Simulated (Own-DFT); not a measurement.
# Strain and stress in 4H SiC, 72 atoms (C36Si36)

These are calculations, not measurements. The program, named Own-DFT, is a retired in-house plane-wave density functional code that no person has reviewed. Each row is one single-point run on a periodic cell that was not relaxed, without spin or spin-orbit coupling.

Settings of every run: PBE; PseudoDojo norm-conserving scalar-relativistic files; cutoff 42 hartree; 4 x 4 x 3 k mesh centred on Gamma; Fermi-Dirac smearing of 0.1 eV.

Known limits: forces on such cells passed a denser k mesh, each cell not checked; stress not checked against mesh or cutoff.

Unstrained cell vectors in Å: (9.248, 0.000, 0.000); (-4.624, 8.009, 0.000); (0.000, 0.000, 10.068). The unstrained cell has measured lattice constants (interpolated for alloys), not those of this functional. That, the random moves and any unrelaxed bonds set the pressure at no strain. Each run strains this cell uniformly, with the atoms carried along. Every atom was also moved at random, by a Gaussian of width 0.05 Å on each axis. Strain is the symmetric tensor, in per cent. Stress is positive in tension, and the pressure is minus a third of its trace.

| run | e_xx (%) | e_yy (%) | e_zz (%) | e_yz (%) | e_xz (%) | e_xy (%) | s_xx (GPa) | s_yy (GPa) | s_zz (GPa) | s_yz (GPa) | s_xz (GPa) | s_xy (GPa) | P (GPa) | E (meV/atom) |
|---|---|---|---|---|---|---|---|---|---|---|---|---|---|---|
| 1 | 1.80 | -1.09 | -0.75 | -1.18 | 0.79 | 1.90 | 3.53 | -10.79 | -12.56 | -4.05 | 3.23 | 8.77 | 6.60 | 52.5 |
| 2 | -1.24 | -0.45 | 0.34 | -0.79 | -1.57 | 0.88 | -9.69 | -9.11 | -4.98 | -1.42 | -5.32 | 2.60 | 7.93 | 0.0 |
| 3 | -0.41 | -0.71 | -0.37 | 0.55 | -1.56 | -1.62 | -9.57 | -11.18 | -7.75 | 1.85 | -5.47 | -9.80 | 9.50 | 33.3 |
| 4 | -0.25 | -1.96 | 0.84 | -1.20 | -1.92 | 1.90 | -7.15 | -15.12 | -3.25 | -4.53 | -6.25 | 9.09 | 8.50 | 24.2 |
| 5 | -0.77 | 0.18 | -0.87 | -0.34 | 1.26 | -0.56 | -9.79 | -3.65 | -13.95 | -1.87 | 4.13 | -1.27 | 9.13 | 28.6 |
| 6 | 0.97 | 0.90 | -1.96 | -1.17 | 0.19 | -0.49 | 0.02 | -0.21 | -17.34 | -3.23 | 0.87 | -1.98 | 5.84 | 24.6 |
| 7 | 1.79 | -1.20 | 0.62 | 0.78 | 1.37 | -0.11 | 3.02 | -8.57 | -2.23 | 2.59 | 5.10 | -1.13 | 2.59 | 14.0 |
| 8 | -1.39 | -1.54 | -0.08 | -0.23 | 1.90 | -1.76 | -15.12 | -16.59 | -6.62 | -1.70 | 5.93 | -8.51 | 12.78 | 35.3 |
| 9 | -1.05 | -1.66 | 1.87 | -1.60 | -0.34 | 0.22 | -12.45 | -14.79 | 3.84 | -4.93 | -1.56 | 1.35 | 7.80 | 28.9 |
| 10 | 1.05 | -0.62 | 1.07 | 1.57 | -0.61 | -1.69 | 2.44 | -8.11 | -1.29 | 5.35 | -1.76 | -7.85 | 2.32 | 11.5 |
| 11 | -0.10 | 0.21 | -0.46 | 0.38 | 0.15 | 1.19 | -3.19 | -3.73 | -10.73 | 0.65 | 0.15 | 3.98 | 5.88 | 8.1 |
| 12 | -0.94 | 1.26 | -0.13 | 0.33 | 1.86 | 0.91 | -8.81 | -0.18 | -4.95 | 1.16 | 6.29 | 4.75 | 4.65 | 4.2 |
| 13 | -1.25 | -1.69 | -0.75 | 0.58 | -1.75 | -0.51 | -15.26 | -18.06 | -12.82 | 2.83 | -6.43 | -2.79 | 15.38 | 57.5 |
| 14 | 1.26 | 0.12 | -0.46 | -1.18 | 0.06 | 0.58 | 0.89 | -2.81 | -8.23 | -3.60 | -0.82 | 2.76 | 3.38 | 15.1 |
| 15 | -0.59 | 0.70 | -0.12 | 0.38 | 1.50 | -1.53 | -6.59 | -2.34 | -7.68 | 1.16 | 5.29 | -7.80 | 5.54 | 14.3 |
| 16 | -1.98 | 0.16 | -0.77 | 1.75 | 1.34 | -0.30 | -17.22 | -6.24 | -10.65 | 6.03 | 3.97 | -1.65 | 11.37 | 24.6 |
| 17 | 0.69 | 1.76 | -1.47 | -0.76 | -1.44 | 0.57 | ? | ? | ? | ? | ? | ? | ? | ? |

E is the free energy for each atom above the lowest run shown.

## Worked fit

Each stress component was fitted by least squares to a constant and the strains of the runs shown, as fractions, with shears doubled. Shear strains stay in the fit of a normal stress only where such slopes are resolved. The slopes, in GPa:

| stress | at no strain | per e_xx | per e_yy | per e_zz | scatter |
|---|---|---|---|---|---|
| s_xx | -4.6 | 561 ± 28 | 159 ± 39 | 112 ± 43 | 1.28 |
| s_yy | -5.2 | 118 ± 24 | 583 ± 34 | 66 ± 37 | 1.12 |
| s_zz | -6.5 | 2 ± 28 | 68 ± 39 | 615 ± 43 | 1.29 |

Each shear stress against twice its own strain: yz 165 ± 9, xz 170 ± 5, xy 234 ± 12 GPa. These are stiffnesses along x, y and z of the frame in which the cell vectors are given, which need not be the crystal's axes. The atoms are held to the strained lattice; where symmetry lets them move under strain, relaxing them would lower some slopes. The table should be nearly symmetric about its diagonal, and what it lacks of that shows the noise. A ninth of its sum, 254 ± 9 GPa, estimates the bulk modulus near the mean pressure of these runs, 7.4 GPa, so it lies above the value at zero pressure.

## Withheld run

Question: what normal stresses and pressure should run 17 give?

The fit gives s_xx = 0.5, s_yy = 4.9, s_zz = -14.3 and P = 3.0 GPa. The calculation gave -0.15, 4.72, -14.98 and P = 3.47 GPa.
